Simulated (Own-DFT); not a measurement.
## Calculated data, HfO$_{2}$ (monoclinic hafnia, atoms displaced)

All values are calculated (Own-DFT development build). A calculation, not a measurement: plane-wave PBE density functional theory by an unreviewed code, no spin, of a simulated periodic cell, stress positive in tension, free energy of the whole cell less one offset for each atom, hafnium file: forces about 75 meV/angstrom off all-electron values; oxygen file: force components 24 meV/angstrom off all-electron in one glass; forces on such cells passed a denser k mesh, this cell's mesh not checked; offsets are fitted by least squares, one for each functional and potential file, so energies compare only between cells with the same atoms and settings and are not formation energies; the far tail of each file's local potential was reset to the Coulomb form; each entry is a single point on an unrelaxed cell, so the pressure reflects the starting lattice, mostly measured values, from which strain is counted, and rises with the displacements; printed positions are rounded, which can move forces by about a meV/angstrom; the program is a retired in-house code; no spin-orbit coupling; before rounding, a Quantum ESPRESSO 7.3.1 run of the same cell and cutoff gave forces within 1 meV/angstrom rms on each cell, which checks the program and not the settings.

HfO$_{2}$ (monoclinic hafnia, atoms displaced)

```
HfO2
1.0
     10.2340     0.0000     0.0000
      0.0000    10.3500     0.0000
     -1.6955     0.0000    10.4453
Hf O Hf O Hf O Hf O Hf O Hf O Hf O Hf O
4 8 4 8 4 8 4 8 4 8 4 8 4 8 4 8
Direct
  0.13642 0.02052 0.10622
  0.36225 0.26661 0.14734
  0.36419 0.48152 0.39554
  0.13920 0.22967 0.35538
  0.03658 0.16730 0.17509
  0.46134 0.41291 0.07514
  0.46399 0.33398 0.32671
  0.03810 0.08768 0.42228
  0.22514 0.37719 0.23976
  0.27771 0.12558 0.01327
  0.27008 0.12051 0.25924
  0.22306 0.37299 0.48961
  0.13725 0.02067 0.60734
  0.36475 0.26971 0.64458
  0.36165 0.47686 0.89466
  0.13687 0.22798 0.85482
  0.03420 0.16643 0.67516
  0.46784 0.41411 0.58163
  0.46270 0.33182 0.82710
  0.03880 0.08255 0.92286
  0.22421 0.37531 0.73878
  0.27382 0.12768 0.50698
  0.27588 0.12164 0.75758
  0.22624 0.37177 0.98928
  0.13842 0.51868 0.10560
  0.36110 0.76805 0.14850
  0.36082 0.98114 0.39730
  0.14006 0.73163 0.35290
  0.03558 0.66574 0.17472
  0.46379 0.91713 0.07811
  0.46060 0.83453 0.32761
  0.03222 0.58247 0.42228
  0.22318 0.87661 0.24049
  0.27612 0.62963 0.01421
  0.27448 0.61801 0.25900
  0.22271 0.87284 0.49061
  0.13950 0.51742 0.60159
  0.36412 0.77085 0.64258
  0.36215 0.97700 0.89435
  0.13606 0.73060 0.85375
  0.03725 0.66630 0.66762
  0.45963 0.91457 0.57328
  0.46277 0.83391 0.82901
  0.03775 0.58489 0.92058
  0.22292 0.87847 0.74210
  0.27655 0.63186 0.51019
  0.27357 0.62551 0.75672
  0.22472 0.87274 0.99245
  0.63494 0.01690 0.10165
  0.86478 0.26916 0.14115
  0.86234 0.48089 0.39594
  0.63600 0.23009 0.35456
  0.53513 0.16805 0.17459
  0.96428 0.41601 0.07611
  0.96402 0.33367 0.32872
  0.53686 0.08559 0.42342
  0.72230 0.37929 0.23796
  0.77698 0.12680 0.00876
  0.77391 0.11981 0.26177
  0.72779 0.36932 0.48749
  0.64124 0.02052 0.60176
  0.85982 0.27109 0.64443
  0.86461 0.48122 0.89643
  0.63766 0.22711 0.85810
  0.53672 0.16864 0.67295
  0.96260 0.41266 0.57635
  0.96276 0.33435 0.82684
  0.53661 0.08566 0.92310
  0.72256 0.38122 0.73943
  0.77610 0.12675 0.50887
  0.77235 0.12620 0.76145
  0.72508 0.37158 0.98915
  0.63593 0.52044 0.10539
  0.86411 0.76769 0.14754
  0.86298 0.97611 0.39442
  0.63991 0.73004 0.35294
  0.53779 0.66460 0.17278
  0.96074 0.91654 0.07508
  0.96419 0.83239 0.32864
  0.53303 0.58317 0.41945
  0.72431 0.87834 0.23864
  0.77279 0.62866 0.01088
  0.77275 0.62161 0.26154
  0.72650 0.87386 0.48888
  0.63643 0.51964 0.60282
  0.86047 0.76814 0.64630
  0.86506 0.97809 0.89932
  0.63806 0.72906 0.85429
  0.53521 0.66797 0.67224
  0.96298 0.91356 0.57884
  0.96477 0.83477 0.82800
  0.54081 0.58326 0.92054
  0.72423 0.87868 0.73937
  0.77589 0.63205 0.51516
  0.77276 0.62082 0.76000
  0.72383 0.86850 0.98908
```

* functional: PBE
* potential files: PseudoDojo norm-conserving, scalar-relativistic, standard set
* wave cutoff: 72 hartree
* occupations: Fermi-Dirac
* smearing width: 0.1 eV
* k mesh: 2 x 2 x 2 centred on Gamma
* free energy of cell above offsets: -98.169 eV
* pressure: 4.03 GPa
* stress xx: -4.3 GPa
* stress yy: -4.01 GPa
* stress zz: -3.8 GPa
* stress yz: 0.11 GPa
* stress xz: -0.07 GPa
* stress xy: -0.27 GPa

Force:
```csv
element,x (eV/Å),y (eV/Å),z (eV/Å)
Hf,0.561,-0.09,-0.249
Hf,-0.127,0.403,-0.424
Hf,-0.57,-0.639,-0.003
Hf,-0.394,0.464,0.072
O,-0.305,-0.129,-0.631
O,0.629,0.528,0.069
O,-0.086,0.133,0.364
O,-1.008,-1.069,0.338
O,-0.131,0.275,-0.126
O,-0.146,0.247,-0.198
O,0.649,-0.272,0.189
O,0.43,-0.024,-0.096
Hf,-0.173,-0.023,-0.476
Hf,-0.465,-0.346,0.283
Hf,0.186,0.472,-0.144
Hf,0.336,0.496,-0.262
O,-0.078,-0.191,-0.147
O,-0.115,0.556,-0.764
O,0.121,0.067,0.158
O,-0.529,-0.239,0.222
O,-0.077,0.5,-0.031
O,0.41,0.348,0.601
O,0.012,-0.297,0.433
O,-0.561,-0.236,-0.115
Hf,0.398,-0.082,-0.28
Hf,0.25,0.461,-0.58
Hf,-0.064,0.029,-0.198
Hf,-0.378,-0.46,0.816
O,-0.03,-0.073,-0.296
O,0.006,-0.306,0.074
O,0.828,-0.522,0.027
O,0.71,0.509,-0.158
O,-0.281,0.113,-0.063
O,0.058,-0.2,-0.353
O,0.115,0.25,0.294
O,-0.214,-0.119,-0.287
Hf,-0.497,0.412,0.438
Hf,-0.902,-0.19,0.791
Hf,-0.49,0.404,0.234
Hf,0.751,0.043,-0.313
O,-0.616,0.207,0.405
O,1.27,0.831,0.33
O,0.506,-0.28,-0.222
O,-0.478,-0.428,0.366
O,0.07,0.312,-0.299
O,0.031,-0.425,-0.511
O,0.268,-0.902,0.658
O,-0.134,-0.326,-0.192
Hf,0.406,0.676,0.642
Hf,-1.041,0.148,1.193
Hf,0.071,-0.877,-0.192
Hf,0.988,-0.086,-0.371
O,0.131,-0.539,-0.376
O,0.472,0.282,0.105
O,0.012,0.045,-0.398
O,-0.752,-0.492,0.03
O,0.228,-0.024,-0.095
O,0.052,0.064,0.416
O,0.197,-0.067,-0.328
O,-0.699,0.362,0.211
Hf,-0.424,0.306,0.607
Hf,-0.202,-0.177,0.329
Hf,-0.748,-0.264,-0.538
Hf,0.465,0.917,-0.774
O,0.005,-0.572,-0.304
O,0.734,0.662,0.114
O,0.398,-0.158,0.229
O,-0.743,-0.763,0.15
O,0.129,0.01,-0.227
O,0.066,0.16,0.417
O,0.49,-0.809,-0.004
O,0.049,-0.22,-0.034
Hf,0.283,-0.743,-0.511
Hf,-0.639,0.103,-0.466
Hf,0.068,1.249,0.28
Hf,-0.526,0.287,0.298
O,-0.868,0.681,0.139
O,0.528,-0.066,0.733
O,0.42,-0.273,-0.206
O,0.493,0.234,0.181
O,-0.061,-0.306,0.073
O,0.69,0.051,0.389
O,0.437,0.087,0.118
O,-0.507,-0.455,-0.257
Hf,0.373,0.062,0.723
Hf,0.491,0.318,0.225
Hf,-0.71,0.394,-1.088
Hf,0.033,0.081,-0.041
O,0.053,-0.196,-0.371
O,0.537,0.578,-0.19
O,0.164,-0.334,-0.008
O,-1.248,-0.693,0.116
O,-0.067,0.274,-0.125
O,-0.29,-0.497,-0.942
O,0.382,0.086,0.236
O,-0.063,0.299,0.152
```
